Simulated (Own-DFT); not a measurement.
Simulation results for AlGa₃N₄ (wurtzite random alloy, strained, atoms displaced)

All values are calculated (Own-DFT development build). A calculation, not a measurement: plane-wave PBE density functional theory by an unreviewed code, no spin, of a simulated periodic cell, stress positive in tension, free energy of the whole cell less one offset for each atom, forces on such cells passed a denser k mesh, this cell's mesh not checked; offsets are fitted by least squares, one for each functional and potential file, so energies compare only between cells with the same atoms and settings and are not formation energies; the far tail of each file's local potential was reset to the Coulomb form; each entry is a single point on an unrelaxed cell, so the pressure reflects the starting lattice, mostly measured values, from which strain is counted, and rises with the displacements; printed positions are rounded, which can move forces by about a meV/angstrom; the program is a retired in-house code; no spin-orbit coupling.

Common to all runs: functional PBE; potential files PseudoDojo norm-conserving, scalar-relativistic, standard set with the stringent files for Ga; wave cutoff 96 hartree; occupations Gaussian; smearing width 0.01 eV; k mesh 4 x 4 x 3 centred on Gamma.

(1) 
```cif
# cell vector a (Å): 9.2715 0.0000 0.0000
# cell vector b (Å): -4.6358 8.0294 0.0000
# cell vector c (Å): 0.0000 0.0000 10.2685
data_AlGa3N4
_symmetry_space_group_name_H-M 'P 1'
_symmetry_Int_Tables_number 1
_cell_length_a 9.2715
_cell_length_b 9.2716
_cell_length_c 10.2685
_cell_angle_alpha 90.000
_cell_angle_beta 90.000
_cell_angle_gamma 120.000
_cell_volume 764.43
loop_
_atom_site_label
_atom_site_type_symbol
_atom_site_fract_x
_atom_site_fract_y
_atom_site_fract_z
_atom_site_occupancy
Ga1 Ga 0.10651 0.21847 0.00157 1
Ga2 Ga 0.21004 0.10717 0.24925 1
N1 N 0.12337 0.23481 0.18966 1
N2 N 0.22038 0.11399 0.44574 1
Al1 Al 0.11522 0.22449 0.49550 1
Ga3 Ga 0.21661 0.11921 0.75690 1
N3 N 0.11200 0.21876 0.69128 1
N4 N 0.22303 0.12266 0.94052 1
Ga4 Ga 0.10899 0.56098 0.00374 1
Al2 Al 0.22675 0.44597 0.24954 1
N5 N 0.12259 0.55978 0.18264 1
N6 N 0.22516 0.44194 0.44015 1
Ga5 Ga 0.11049 0.55672 0.49799 1
Ga6 Ga 0.22279 0.45069 0.74967 1
N7 N 0.11132 0.55335 0.69369 1
N8 N 0.23404 0.44409 0.93919 1
Ga7 Ga 0.10312 0.87845 0.00045 1
Ga8 Ga 0.22117 0.78698 0.24975 1
N9 N 0.11350 0.88811 0.19340 1
N10 N 0.21507 0.77985 0.44142 1
Ga9 Ga 0.10339 0.88613 0.50468 1
Al3 Al 0.23017 0.77064 0.74904 1
N11 N 0.11109 0.88216 0.67902 1
N12 N 0.22502 0.77949 0.94089 1
Al4 Al 0.44455 0.22835 0.99234 1
Ga10 Ga 0.55436 0.12038 0.25193 1
N13 N 0.44444 0.22136 0.18135 1
N14 N 0.55784 0.10626 0.43780 1
Ga11 Ga 0.44989 0.22712 0.49676 1
Ga12 Ga 0.55231 0.11235 0.75117 1
N15 N 0.43490 0.21320 0.68613 1
N16 N 0.55437 0.10516 0.95232 1
Ga13 Ga 0.45462 0.56081 0.99799 1
Al5 Al 0.55569 0.45226 0.25405 1
N17 N 0.44744 0.55634 0.19119 1
N18 N 0.55929 0.45175 0.45089 1
Ga14 Ga 0.44594 0.55575 0.50966 1
Ga15 Ga 0.54656 0.44986 0.74271 1
N19 N 0.45399 0.55349 0.68765 1
N20 N 0.56314 0.43930 0.93852 1
Ga16 Ga 0.45025 0.88760 0.00000 1
Al6 Al 0.57059 0.79218 0.25138 1
N21 N 0.45321 0.89193 0.19005 1
N22 N 0.54944 0.77925 0.43919 1
Ga17 Ga 0.44205 0.88196 0.49409 1
Ga18 Ga 0.55205 0.77635 0.75325 1
N23 N 0.44540 0.89934 0.69749 1
N24 N 0.55260 0.76987 0.93957 1
Ga19 Ga 0.76993 0.21455 0.00234 1
Ga20 Ga 0.89217 0.11500 0.25306 1
N25 N 0.77776 0.22637 0.18638 1
N26 N 0.89458 0.11560 0.44320 1
Ga21 Ga 0.78190 0.22358 0.50162 1
Al7 Al 0.88918 0.11298 0.74654 1
N27 N 0.76264 0.21728 0.68991 1
N28 N 0.88700 0.11051 0.94465 1
Ga22 Ga 0.78733 0.55540 0.99486 1
Ga23 Ga 0.87990 0.44332 0.24535 1
N29 N 0.76642 0.55105 0.18523 1
N30 N 0.89286 0.45442 0.44599 1
Ga24 Ga 0.78678 0.57096 0.50324 1
Ga25 Ga 0.89601 0.44474 0.74936 1
N31 N 0.77851 0.54875 0.68493 1
N32 N 0.88306 0.43792 0.93506 1
Al8 Al 0.78046 0.89017 0.99993 1
Ga26 Ga 0.89031 0.77875 0.25168 1
N33 N 0.78200 0.89019 0.18884 1
N34 N 0.88500 0.77322 0.43022 1
Al9 Al 0.78158 0.89040 0.48844 1
Ga27 Ga 0.89646 0.77462 0.74320 1
N35 N 0.76842 0.88775 0.68677 1
N36 N 0.89126 0.77290 0.93975 1
_calc_free_energy_of_cell_above_offsets '-5.542'  # eV
_calc_pressure 18.89  # GPa
_calc_stress_xx -23.73  # GPa
_calc_stress_yy -22.02  # GPa
_calc_stress_zz -10.9  # GPa
_calc_stress_yz 1.35  # GPa
_calc_stress_xz -0.84  # GPa
_calc_stress_xy 1.56  # GPa
```

Force:
| element | x (eV/Å) | y (eV/Å) | z (eV/Å) |
| --- | --- | --- | --- |
| Ga | -0.259 | 1.721 | 0.522 |
| Ga | 2.284 | 1.226 | 0.927 |
| N | -1.74 | -0.902 | -0.077 |
| N | 0.071 | -0.394 | -1.495 |
| Al | -0.17 | 0.106 | 1.583 |
| Ga | 2.371 | -2.143 | -0.39 |
| N | -3.111 | 1.32 | -2.046 |
| N | 1.671 | -2.192 | 0.167 |
| Ga | 1.345 | -1.499 | -1.159 |
| Al | 0.102 | 1.514 | 0.418 |
| N | -1.086 | -0.513 | 2.153 |
| N | -0.612 | 0.142 | -0.785 |
| Ga | 1.038 | 0.025 | 0.436 |
| Ga | 1.642 | -1.57 | 1.198 |
| N | 0.462 | 1.545 | -1.543 |
| N | -1.903 | 0.261 | -0.465 |
| Ga | 1.353 | 2.451 | 0.406 |
| Ga | 3.133 | -1.621 | 0.798 |
| N | -2.039 | 0.406 | -1.756 |
| N | 0.943 | -0.17 | -0.834 |
| Ga | 0.439 | 1.219 | -1.517 |
| Al | -1.994 | 1.463 | 0.693 |
| N | 1.199 | 0.348 | 3.275 |
| N | -0.017 | 0.06 | -1.817 |
| Al | 0.691 | -1.424 | 1.603 |
| Ga | 0.542 | -1.091 | -0.39 |
| N | -1.543 | 1.525 | 0.502 |
| N | -0.429 | 0.907 | 0.011 |
| Ga | 0.011 | -1.124 | 0.839 |
| Ga | -1.1 | 0.771 | 1.858 |
| N | -0.202 | 1.324 | 0.308 |
| N | -2.206 | 1.202 | -2.414 |
| Ga | 0.387 | -2.521 | 1.736 |
| Al | -0.159 | -1.598 | 0.061 |
| N | -0.162 | 1.337 | 0.509 |
| N | 0.669 | -0.191 | -2.828 |
| Ga | -0.674 | 0.536 | -1.921 |
| Ga | 5.788 | -3.657 | 2.665 |
| N | -5.458 | 2.714 | -0.305 |
| N | -0.912 | 0.944 | -1.281 |
| Ga | -0.86 | -0.701 | 1.292 |
| Al | -1.789 | -2.252 | 0.081 |
| N | -0.126 | -0.233 | 0.372 |
| N | 3.32 | -0.443 | -1.258 |
| Ga | -1.831 | 1.517 | 1.787 |
| Ga | -0.013 | 0.642 | -0.21 |
| N | 0.366 | -3.23 | -1.659 |
| N | 1.607 | 2.593 | -0.394 |
| Ga | 0.723 | 1.23 | 0.086 |
| Ga | -0.128 | 0.875 | -0.422 |
| N | 0.797 | -0.787 | 0.812 |
| N | 0.717 | -0.872 | -0.577 |
| Ga | -1.13 | 0.491 | 0.399 |
| Al | -0.715 | -0.539 | 0.514 |
| N | 3.59 | 0.799 | -0.22 |
| N | 0.032 | -1.27 | -1.933 |
| Ga | -1.736 | -0.828 | 0.975 |
| Ga | 1.512 | 1.198 | 1.146 |
| N | 0.541 | 0.885 | 0.27 |
| N | -0.414 | -1.553 | -1.779 |
| Ga | -0.19 | -2.655 | 0.463 |
| Ga | -1.81 | -1.182 | 0.35 |
| N | -0.602 | 0.616 | 0.873 |
| N | 1.8 | -0.101 | 0.127 |
| Al | 0.036 | -0.693 | -0.203 |
| Ga | 0.169 | -1.157 | -1.355 |
| N | -0.208 | 0.608 | -0.939 |
| N | -0.963 | 2.567 | 0.932 |
| Al | -1.181 | -0.201 | 1.946 |
| Ga | -1.724 | 0.053 | 0.96 |
| N | 1.968 | 0.863 | -1.121 |
| N | -2.124 | 1.304 | -0.961 |

(2) 
```cif
# cell vector a (Å): 9.2715 0.0000 0.0000
# cell vector b (Å): -4.6358 8.0294 0.0000
# cell vector c (Å): 0.0000 0.0000 10.2685
data_AlGa3N4
_symmetry_space_group_name_H-M 'P 1'
_symmetry_Int_Tables_number 1
_cell_length_a 9.2715
_cell_length_b 9.2716
_cell_length_c 10.2685
_cell_angle_alpha 90.000
_cell_angle_beta 90.000
_cell_angle_gamma 120.000
_cell_volume 764.43
loop_
_atom_site_label
_atom_site_type_symbol
_atom_site_fract_x
_atom_site_fract_y
_atom_site_fract_z
_atom_site_occupancy
Ga1 Ga 0.11600 0.22445 0.99636 1
Ga2 Ga 0.23074 0.11353 0.25807 1
N1 N 0.11251 0.23764 0.18650 1
N2 N 0.22266 0.11333 0.43524 1
Ga3 Ga 0.10786 0.21929 0.51330 1
Ga4 Ga 0.21739 0.12113 0.76231 1
N3 N 0.10952 0.21769 0.68956 1
N4 N 0.21567 0.11447 0.95381 1
Ga5 Ga 0.10346 0.55276 0.99237 1
Ga6 Ga 0.22465 0.45616 0.25166 1
N5 N 0.10927 0.56159 0.19235 1
N6 N 0.22823 0.43600 0.43384 1
Ga7 Ga 0.10347 0.54758 0.49844 1
Al1 Al 0.22648 0.44285 0.74495 1
N7 N 0.11155 0.56181 0.68463 1
N8 N 0.22580 0.44657 0.93159 1
Al2 Al 0.10862 0.89192 0.00048 1
Al3 Al 0.22214 0.78169 0.24194 1
N9 N 0.10226 0.88020 0.19202 1
N10 N 0.21026 0.77554 0.43144 1
Ga8 Ga 0.10979 0.88582 0.50388 1
Ga9 Ga 0.22525 0.77122 0.75545 1
N11 N 0.11432 0.89043 0.68793 1
N12 N 0.22541 0.77383 0.93575 1
Ga10 Ga 0.44446 0.22837 0.99310 1
Ga11 Ga 0.55878 0.11658 0.25980 1
N13 N 0.44307 0.22156 0.19251 1
N14 N 0.54645 0.10327 0.43991 1
Ga12 Ga 0.45083 0.23327 0.50176 1
Al4 Al 0.55465 0.11000 0.75131 1
N15 N 0.44302 0.22110 0.69402 1
N16 N 0.56535 0.10321 0.93716 1
Ga13 Ga 0.43632 0.55583 0.99826 1
Ga14 Ga 0.56176 0.44868 0.25011 1
N17 N 0.45585 0.56695 0.18302 1
N18 N 0.55896 0.44614 0.44040 1
Al5 Al 0.44657 0.55855 0.49706 1
Ga15 Ga 0.55990 0.45162 0.74915 1
N19 N 0.44480 0.55672 0.68936 1
N20 N 0.55293 0.44098 0.94183 1
Al6 Al 0.45083 0.89263 0.00818 1
Al7 Al 0.55627 0.77540 0.25664 1
N21 N 0.44952 0.88916 0.19302 1
N22 N 0.54564 0.77272 0.44212 1
Ga16 Ga 0.44478 0.88994 0.50828 1
Ga17 Ga 0.56068 0.77662 0.74942 1
N23 N 0.43998 0.88479 0.69065 1
N24 N 0.56302 0.78393 0.94433 1
Ga18 Ga 0.78549 0.22589 0.00081 1
Ga19 Ga 0.88738 0.10259 0.25065 1
N25 N 0.77123 0.22196 0.19522 1
N26 N 0.89252 0.11327 0.44522 1
Ga20 Ga 0.77799 0.21751 0.49419 1
Al8 Al 0.89296 0.11046 0.74627 1
N27 N 0.78257 0.21644 0.69529 1
N28 N 0.89343 0.10967 0.93608 1
Al9 Al 0.77907 0.55395 0.00620 1
Ga21 Ga 0.88649 0.44142 0.24150 1
N29 N 0.78384 0.55176 0.18721 1
N30 N 0.88941 0.44685 0.43880 1
Ga22 Ga 0.77632 0.54413 0.50323 1
Ga23 Ga 0.88935 0.44208 0.75293 1
N31 N 0.77850 0.55390 0.68525 1
N32 N 0.88192 0.43818 0.94345 1
Ga24 Ga 0.77732 0.89197 0.99516 1
Ga25 Ga 0.88313 0.77543 0.23928 1
N33 N 0.77637 0.87982 0.19355 1
N34 N 0.88611 0.77597 0.43355 1
Ga26 Ga 0.78479 0.88913 0.49375 1
Ga27 Ga 0.88739 0.77075 0.74865 1
N35 N 0.78119 0.88437 0.69167 1
N36 N 0.88950 0.78053 0.94306 1
_calc_free_energy_of_cell_above_offsets '-6.863'  # eV
_calc_pressure 18.2  # GPa
_calc_stress_xx -21.82  # GPa
_calc_stress_yy -21.94  # GPa
_calc_stress_zz -10.84  # GPa
_calc_stress_yz 0.5  # GPa
_calc_stress_xz -0.06  # GPa
_calc_stress_xy 0.17  # GPa
```

Force:
| element | x (eV/Å) | y (eV/Å) | z (eV/Å) |
| --- | --- | --- | --- |
| Ga | -2.911 | 1.576 | 2.408 |
| Ga | -2.26 | -0.436 | -1.632 |
| N | 0.661 | -1.667 | -0.053 |
| N | 0.019 | -0.059 | 2.3 |
| Ga | 1.403 | 0.257 | -2.994 |
| Ga | 2.525 | -2.325 | -0.345 |
| N | -1.328 | 1.882 | 1.425 |
| N | 2.978 | -2.277 | -2.259 |
| Ga | 1.363 | 0.29 | 1.728 |
| Ga | 0.813 | -0.458 | -0.474 |
| N | 0.552 | 0.428 | -1.654 |
| N | -0.623 | 1.1 | 1.832 |
| Ga | 1.609 | 1.536 | -0.465 |
| Al | -1.22 | 0.696 | 0.315 |
| N | 1.3 | -2.5 | 0.597 |
| N | -1.341 | -0.432 | -1.388 |
| Al | 0.871 | -0.848 | 0.799 |
| Al | 0.287 | -0.014 | 1.631 |
| N | 1.52 | 1.833 | -2.162 |
| N | 2.113 | -0.349 | -0.311 |
| Ga | -0.428 | 0.539 | -0.729 |
| Ga | -1.203 | 1.437 | -0.759 |
| N | -0.082 | 0.391 | 1.397 |
| N | -0.628 | 1.96 | 2.051 |
| Ga | 1.639 | -2.297 | 1.945 |
| Ga | -0.974 | -1.279 | -1.194 |
| N | 0.837 | 0.749 | -1.296 |
| N | 0.618 | 1.503 | 1.038 |
| Ga | -0.805 | -2.276 | 0.696 |
| Al | 0.557 | -0.379 | 0.251 |
| N | 0.409 | 0.056 | 0.073 |
| N | -2.112 | 0.423 | -0.451 |
| Ga | 1.649 | 0.943 | 0.535 |
| Ga | -0.697 | -0.388 | -0.057 |
| N | -0.551 | -0.623 | 1.114 |
| N | -1.11 | 1.241 | -0.528 |
| Al | -0.002 | -0.848 | 0.711 |
| Ga | 0.089 | -1.068 | 0.853 |
| N | -0.587 | -0.703 | -1.485 |
| N | 0.897 | 2.606 | -0.81 |
| Al | -0.126 | -0.62 | -0.379 |
| Al | -0.485 | 0.647 | -0.359 |
| N | -0.467 | -0.451 | -0.561 |
| N | 1.318 | 0.378 | -1 |
| Ga | -1.592 | -1.399 | -0.929 |
| Ga | -0.852 | 0.816 | 0.954 |
| N | 1.201 | 1.499 | 0.441 |
| N | -2.16 | -0.961 | -1.241 |
| Ga | -0.133 | -2.15 | 1.001 |
| Ga | 0.28 | 1.494 | 0.104 |
| N | 1.811 | -0.952 | -1.272 |
| N | 0.067 | -0.555 | -1.336 |
| Ga | -1.166 | 0.685 | 1.394 |
| Al | -0.584 | -1.186 | 1.172 |
| N | -1.302 | -0.166 | -1.015 |
| N | -0.224 | 0.93 | -1.17 |
| Al | -0.937 | 0.389 | -0.849 |
| Ga | 1.303 | 0.342 | 2.197 |
| N | -1.835 | 0.328 | -1.296 |
| N | 0.126 | -2.042 | -1.234 |
| Ga | -0.541 | 2.35 | -0.7 |
| Ga | 0.007 | -0.24 | -0.223 |
| N | 0.361 | -0.651 | 0.839 |
| N | -0.866 | 1.847 | -1.028 |
| Ga | 0.881 | 0.033 | 1.595 |
| Ga | 1.888 | -1.07 | 2.47 |
| N | -2.966 | 1.406 | -1.18 |
| N | 0.617 | -0.979 | 0.007 |
| Ga | -1.182 | -0.901 | 1.325 |
| Ga | 0.863 | 1.04 | 0.813 |
| N | -0.328 | 1.527 | -0.895 |
| N | 1.177 | -1.606 | -0.297 |

(3) 
```cif
# cell vector a (Å): 9.2715 0.0000 0.0000
# cell vector b (Å): -4.6358 8.0294 0.0000
# cell vector c (Å): 0.0000 0.0000 10.2685
data_AlGa3N4
_symmetry_space_group_name_H-M 'P 1'
_symmetry_Int_Tables_number 1
_cell_length_a 9.2715
_cell_length_b 9.2716
_cell_length_c 10.2685
_cell_angle_alpha 90.000
_cell_angle_beta 90.000
_cell_angle_gamma 120.000
_cell_volume 764.43
loop_
_atom_site_label
_atom_site_type_symbol
_atom_site_fract_x
_atom_site_fract_y
_atom_site_fract_z
_atom_site_occupancy
Ga1 Ga 0.10259 0.22360 0.00046 1
Ga2 Ga 0.22408 0.10373 0.25056 1
N1 N 0.10793 0.22076 0.18643 1
N2 N 0.21812 0.11503 0.44170 1
Ga3 Ga 0.12378 0.23844 0.49836 1
Al1 Al 0.22553 0.10673 0.74758 1
N3 N 0.11332 0.22860 0.69106 1
N4 N 0.21577 0.11642 0.94239 1
Ga4 Ga 0.11674 0.56736 0.99984 1
Al2 Al 0.21445 0.43946 0.24858 1
N5 N 0.11120 0.55636 0.19156 1
N6 N 0.22616 0.44687 0.43778 1
Ga5 Ga 0.11830 0.56288 0.50005 1
Al3 Al 0.22093 0.45561 0.74463 1
N7 N 0.11288 0.55718 0.68913 1
N8 N 0.21333 0.44432 0.93728 1
Ga6 Ga 0.10545 0.88213 0.99855 1
Al4 Al 0.22703 0.77296 0.25158 1
N9 N 0.10560 0.88345 0.19078 1
N10 N 0.22010 0.76998 0.43425 1
Ga7 Ga 0.10851 0.88500 0.49581 1
Al5 Al 0.22678 0.78317 0.74990 1
N11 N 0.09645 0.87846 0.69804 1
N12 N 0.22434 0.77083 0.94311 1
Ga8 Ga 0.44854 0.22751 0.01328 1
Ga9 Ga 0.55652 0.11124 0.24427 1
N13 N 0.43890 0.22576 0.18621 1
N14 N 0.55173 0.11742 0.45274 1
Ga10 Ga 0.44346 0.22105 0.49409 1
Ga11 Ga 0.55959 0.11460 0.75155 1
N15 N 0.43669 0.22570 0.69673 1
N16 N 0.55372 0.10561 0.93839 1
Ga12 Ga 0.44201 0.55149 0.99909 1
Ga13 Ga 0.55340 0.44966 0.24986 1
N17 N 0.44036 0.55897 0.18919 1
N18 N 0.55657 0.44376 0.44308 1
Ga14 Ga 0.43852 0.54852 0.50253 1
Al6 Al 0.55609 0.44622 0.75629 1
N19 N 0.44905 0.55673 0.69510 1
N20 N 0.55281 0.43780 0.94150 1
Ga15 Ga 0.44740 0.88249 0.99125 1
Ga16 Ga 0.55528 0.78556 0.24359 1
N21 N 0.44345 0.88146 0.19412 1
N22 N 0.55890 0.77890 0.43530 1
Ga17 Ga 0.44293 0.89695 0.48864 1
Ga18 Ga 0.56015 0.77758 0.74952 1
N23 N 0.43891 0.88599 0.68985 1
N24 N 0.54644 0.77645 0.93803 1
Ga19 Ga 0.78379 0.22088 0.00887 1
Al7 Al 0.89111 0.11558 0.25287 1
N25 N 0.77930 0.22734 0.19737 1
N26 N 0.88180 0.10310 0.43245 1
Ga20 Ga 0.77304 0.21902 0.50099 1
Ga21 Ga 0.88928 0.11411 0.74989 1
N27 N 0.76808 0.21281 0.69781 1
N28 N 0.88918 0.11829 0.93681 1
Ga22 Ga 0.78625 0.56137 0.00730 1
Al8 Al 0.88624 0.44475 0.24540 1
N29 N 0.77886 0.56390 0.19693 1
N30 N 0.88782 0.44944 0.43671 1
Ga23 Ga 0.77118 0.55716 0.50176 1
Ga24 Ga 0.87818 0.43828 0.75130 1
N31 N 0.77734 0.55176 0.68969 1
N32 N 0.89029 0.44711 0.94022 1
Ga25 Ga 0.77972 0.90106 0.98459 1
Al9 Al 0.88783 0.78018 0.25087 1
N33 N 0.77268 0.89590 0.19247 1
N34 N 0.89203 0.77724 0.44981 1
Ga26 Ga 0.78169 0.89235 0.49323 1
Ga27 Ga 0.90110 0.78089 0.74247 1
N35 N 0.78646 0.88609 0.69574 1
N36 N 0.89589 0.78107 0.94232 1
_calc_free_energy_of_cell_above_offsets '-5.204'  # eV
_calc_pressure 19.43  # GPa
_calc_stress_xx -24.83  # GPa
_calc_stress_yy -24.51  # GPa
_calc_stress_zz -8.93  # GPa
_calc_stress_yz 1.29  # GPa
_calc_stress_xz 1  # GPa
_calc_stress_xy -1.12  # GPa
```

Force:
| element | x (eV/Å) | y (eV/Å) | z (eV/Å) |
| --- | --- | --- | --- |
| Ga | 1.537 | 0.614 | 0.149 |
| Ga | -1.866 | 0.33 | 0.117 |
| N | -0.333 | 0.279 | 1.353 |
| N | 1.063 | -1.101 | -0.885 |
| Ga | -1.84 | -2.807 | 1.66 |
| Al | -2.207 | 0.397 | 1.537 |
| N | 0.914 | 0.154 | -0.413 |
| N | 1.664 | -1.06 | -1.205 |
| Ga | -0.026 | -3.542 | 1.264 |
| Al | 0.769 | 0.567 | -0.133 |
| N | -0.363 | -0.487 | 0.238 |
| N | -1.005 | 0.997 | -2.077 |
| Ga | -1.18 | -2.203 | 0.858 |
| Al | 1.675 | -1.6 | 1.691 |
| N | -1.044 | 1.025 | -0.11 |
| N | 0.887 | 0.494 | -1.179 |
| Ga | 1.763 | 2.369 | 0.9 |
| Al | -1.552 | 0.146 | -0.526 |
| N | 1.111 | -0.896 | 0.528 |
| N | -0.454 | 2.347 | -1.009 |
| Ga | 0.989 | 0.844 | 1.339 |
| Al | -0.694 | -1.147 | 0.571 |
| N | 7.88 | 4.587 | -2.791 |
| N | -1.11 | 3.378 | -2.626 |
| Ga | -0.593 | -1.827 | -3.709 |
| Ga | -0.837 | -0.264 | 1.126 |
| N | 1.53 | -0.14 | 2.732 |
| N | 1.583 | -0.691 | -3.134 |
| Ga | -2.042 | 1.198 | 2.608 |
| Ga | -2.899 | -1.382 | 0.622 |
| N | 1.421 | 0.333 | -1.171 |
| N | 0.044 | 1.124 | 1.179 |
| Ga | -0.575 | -0.262 | 0.232 |
| Ga | -0.18 | 0.208 | 0.799 |
| N | -0.658 | -0.955 | -0.093 |
| N | -1.134 | -0.144 | -1.437 |
| Ga | 1.151 | 2.067 | 0.636 |
| Al | 0.164 | -0.461 | -0.085 |
| N | -0.733 | -1.107 | -0.579 |
| N | 0.733 | 1.765 | -0.736 |
| Ga | -2.527 | 1.888 | 2.168 |
| Ga | 2.146 | -2.135 | 1.87 |
| N | -3.242 | 2.155 | -1.592 |
| N | -0.863 | -0.469 | 0.434 |
| Ga | 1.403 | -2.018 | 2.043 |
| Ga | -0.525 | 0.612 | -0.383 |
| N | 0.266 | 0.361 | -0.756 |
| N | 3.615 | -1.292 | -0.927 |
| Ga | -1.998 | 0.855 | -0.609 |
| Al | 0.122 | -0.631 | -0.385 |
| N | 0.775 | -0.167 | -0.638 |
| N | 0.439 | 2.785 | 0.204 |
| Ga | 1.165 | 1.218 | 0.504 |
| Ga | 1.056 | -0.322 | -0.258 |
| N | 1.672 | 1.657 | -2.406 |
| N | -0.178 | -0.178 | -0.66 |
| Ga | -1.287 | -0.417 | -0.389 |
| Al | 0.162 | 1.364 | 1.65 |
| N | 0.829 | -0.738 | -0.438 |
| N | 0.639 | -0.755 | -0.59 |
| Ga | 1.539 | -0.526 | 0.706 |
| Ga | 1.542 | 0.468 | 0.401 |
| N | -1.713 | -0.087 | 0.168 |
| N | 0.023 | -0.548 | 0.359 |
| Ga | 0.633 | -2.371 | 2.117 |
| Al | -0.723 | 0.856 | 0.579 |
| N | 2.542 | 0.522 | -1.083 |
| N | -0.985 | -0.059 | -2.899 |
| Ga | -0.467 | -1.124 | 1.899 |
| Ga | -5.385 | -4.104 | 3.227 |
| N | -1.73 | 0.903 | -1.242 |
| N | -2.497 | -0.849 | -1.318 |
